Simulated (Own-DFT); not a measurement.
# One trend across several semiconductors

Source: density functional calculations with Own-DFT, an unreviewed in-house program that is no longer used. Nothing was measured or relaxed, and spin and spin-orbit coupling are left out.

Known weak points (not all hold for every row): forces on such cells moved up to 12 meV/angstrom on a denser k mesh; k mesh not checked against a denser one; forces on such cells passed a denser k mesh, each cell not checked; stress not checked against mesh or cutoff.

All runs are PBE with PseudoDojo norm-conserving files; cutoff and k mesh are each material's own. Every cell starts from measured lattice constants and was given uniform random strains and small random moves of its atoms. Each triple is the change of volume in per cent, the rms move u in Å and the pressure in GPa.

- 4H SiC (C36Si36), 10.36 Å³/atom unstrained: (-1.79, 0.051, 9.91); (0.29, 0.049, 4.88); (1.25, 0.051, 2.18); (1.55, 0.049, 2.00); (1.74, 0.046, 1.02); (1.81, 0.050, 1.43); (3.78, 0.051, -2.45)
- wurtzite AlN (Al36N36), 10.45 Å³/atom unstrained: withheld
- wurtzite GaN (Ga48N48), 11.42 Å³/atom unstrained: (-2.45, 0.052, 12.33); (-1.39, 0.053, 9.97); (-1.34, 0.048, 9.63); (-1.29, 0.048, 9.90); (-0.20, 0.048, 7.54); (-0.19, 0.048, 7.11); (2.54, 0.053, 2.51)
- diamond silicon (Si64), 20.02 Å³/atom unstrained: (-2.98, 0.050, 5.89); (-0.62, 0.049, 3.38); (0.81, 0.047, 1.85); (0.93, 0.051, 1.55); (1.38, 0.055, 1.29); (1.51, 0.051, 1.34); (2.34, 0.047, 0.45)
- zincblende InP (In32P32), 25.27 Å³/atom unstrained: (-1.43, 0.047, 4.67); (-0.81, 0.052, 4.17); (-0.38, 0.044, 3.87); (0.49, 0.051, 3.33); (1.60, 0.047, 2.51); (1.78, 0.054, 2.52); (1.82, 0.049, 2.18)
- grey tin (Sn64), 34.15 Å³/atom unstrained: (-3.37, 0.048, 5.59); (-2.81, 0.044, 5.47); (-2.37, 0.053, 5.10); (-2.00, 0.050, 4.89); (-1.70, 0.052, 4.76); (0.70, 0.050, 3.69); (1.33, 0.051, 2.94)

## What the rows give

Fit a line to each set against the fractional change of volume; B is minus its slope, and u is nearly the same within a set. To take it to zero pressure, assume that B rises by 4 GPa for each GPa: B0 = B - 4 x (mean pressure). The bond length of an ideal tetrahedral crystal with the unstrained volume v is d = (√3/4)(8 v)^(1/3). Cohen's empirical rule reads B0 = (1971 - 220 L) d^(-3.5) GPa, with L = 0 for group IV crystals and SiC and 1 for III-V compounds.

```
                material  L  d (Å)   B (GPa)  mean P (GPa)  B0 (GPa)  rule (GPa)
        4H SiC (C36Si36)  0  1.888  226 ± 11           2.7  215 ± 11         213
  wurtzite AlN (Al36N36)  1  1.893         ?             ?         ?         188
  wurtzite GaN (Ga48N48)  1  1.950   195 ± 8           8.4   162 ± 8         169
  diamond silicon (Si64)  0  2.352   103 ± 3           2.3    94 ± 3          99
zincblende InP (In32P32)  1  2.541    71 ± 3           3.3    57 ± 3          67
         grey tin (Sn64)  0  2.810    54 ± 3           4.6    35 ± 3          53
```

A line through ln[B0/(1971 - 220 L)] against ln d has a slope of -4.3 ± 0.3 and a scatter of 10 %. Against the rule, B0 stands at 101 % for 4H SiC, 96 % for wurtzite GaN, 95 % for diamond silicon, 86 % for zincblende InP, 67 % for grey tin. PBE tends to make silicon and heavier crystals too soft, and the rule itself is only a guide.

## Check

Question: what B0 does the fitted trend give for wurtzite AlN (Al36N36)?

The line gives 192 GPa. Its own runs give B = 229 ± 12 GPa at a mean pressure of 7.6 GPa, so B0 = 198 GPa.
